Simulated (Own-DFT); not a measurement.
# How strain changes the stress of 4H SiC, 32 atoms (C16Si16)

These are calculations, not measurements. The program, named Own-DFT, is a retired in-house plane-wave density functional code that no person has reviewed. Each row is one single-point run on a periodic cell that was not relaxed, without spin or spin-orbit coupling.

Settings of every run: PBE; PseudoDojo norm-conserving scalar-relativistic files; cutoff 42 hartree; 5 x 5 x 3 k mesh centred on Gamma; Fermi-Dirac smearing of 0.1 eV.

Known limits: forces on such cells passed a denser k mesh, each cell not checked; stress not checked against mesh or cutoff.

Unstrained cell vectors in Å: (6.165, 0.000, 0.000); (-3.083, 5.339, 0.000); (0.000, 0.000, 10.068). The unstrained cell has measured lattice constants (interpolated for alloys), not those of this functional. That, the random moves and any unrelaxed bonds set the pressure at no strain. Each run strains this cell uniformly, with the atoms carried along. Every atom was also moved at random, by a Gaussian of width 0.05 Å on each axis. Strain is the symmetric tensor, in per cent. Stress is positive in tension, and the pressure is minus a third of its trace.

```
run,e_xx (%),e_yy (%),e_zz (%),e_yz (%),e_xz (%),e_xy (%),s_xx (GPa),s_yy (GPa),s_zz (GPa),s_yz (GPa),s_xz (GPa),s_xy (GPa),P (GPa),E (meV/atom)
1,-1.54,-1.10,-0.29,1.83,1.87,-0.58,-15.87,-10.46,-8.75,6.30,7.62,-1.74,11.69,4.9
2,0.03,1.57,0.35,-0.31,-0.12,1.68,-5.40,4.00,-2.40,-1.41,0.35,8.96,1.26,7.9
3,-0.98,-1.09,1.91,-0.98,-0.64,-0.82,-9.79,-14.52,5.26,-3.40,-3.55,-4.30,6.35,16.7
4,0.82,1.22,-1.53,0.82,-0.56,-0.66,-3.64,2.80,-16.44,2.73,-2.84,-2.74,5.76,56.4
5,1.92,-1.51,1.07,-1.77,-1.29,1.98,3.74,-9.94,-0.33,-4.24,-4.71,9.10,2.18,18.9
6,1.08,0.21,0.75,0.41,0.75,-0.62,-0.61,-2.03,0.59,2.18,3.07,-1.40,0.68,0.9
7,-1.68,-1.76,1.45,-1.56,-0.05,-0.61,-15.96,-15.75,-0.59,-5.48,0.49,-3.24,10.77,53.4
8,0.95,-1.92,1.29,-1.48,-0.01,-1.97,0.88,-14.57,-0.55,-5.25,-0.55,-9.71,4.75,21.2
9,1.79,-0.43,-1.74,0.80,1.77,0.35,3.74,-6.73,-17.18,1.93,6.61,1.54,6.73,30.1
10,1.81,1.14,-0.63,1.72,0.25,-0.61,6.01,3.50,-9.71,5.20,1.17,-1.42,0.06,0.0
11,0.70,-0.39,-0.46,-1.74,1.59,-1.78,-1.89,-7.55,-9.27,-5.88,5.44,-8.04,6.24,34.2
12,-0.52,-1.90,0.62,-0.97,1.99,0.39,-10.14,-17.79,-3.91,-1.85,6.39,-0.30,10.61,53.2
13,-1.57,-0.05,1.80,-1.92,1.13,-0.71,-13.17,-6.07,4.22,-6.08,2.89,-4.01,5.01,15.2
14,-1.34,-0.32,1.81,-0.15,1.55,-1.47,-10.35,-7.15,1.47,0.39,5.82,-7.59,5.35,31.9
15,-1.96,-0.60,0.24,-1.03,-1.40,1.59,-17.94,-9.94,-5.99,-3.92,-6.23,7.65,11.29,37.8
16,-0.32,1.20,-0.98,-0.86,1.53,1.72,?,?,?,?,?,?,?,?
```

E is the free energy for each atom above the lowest run shown.

## Worked fit

Each stress component was fitted by least squares to a constant and the strains of the runs shown, as fractions, with shears doubled. Shear strains stay in the fit of a normal stress only where such slopes are resolved. The slopes, in GPa:

| stress | at no strain | per e_xx | per e_yy | per e_zz | scatter |
|---|---|---|---|---|---|
| s_xx | -6.0 | 579 ± 29 | 49 ± 35 | 98 ± 37 | 1.32 |
| s_yy | -4.8 | 91 ± 30 | 574 ± 36 | 10 ± 39 | 1.38 |
| s_zz | -6.6 | 39 ± 28 | 74 ± 34 | 625 ± 36 | 1.28 |

Each shear stress against twice its own strain: yz 169 ± 10, xz 190 ± 11, xy 231 ± 10 GPa. These are stiffnesses along x, y and z of the frame in which the cell vectors are given, which need not be the crystal's axes. The atoms are held to the strained lattice; where symmetry lets them move under strain, relaxing them would lower some slopes. The table should be nearly symmetric about its diagonal, and what it lacks of that shows the noise. A ninth of its sum, 238 ± 8 GPa, estimates the bulk modulus near the mean pressure of these runs, 5.9 GPa, so it lies above the value at zero pressure.

## Withheld run

Question: what normal stresses and pressure should run 16 give?

The fit gives s_xx = -8.3, s_yy = 1.7, s_zz = -12.0 and P = 6.2 GPa. The calculation gave -7.01, -0.97, -8.25 and P = 5.41 GPa.
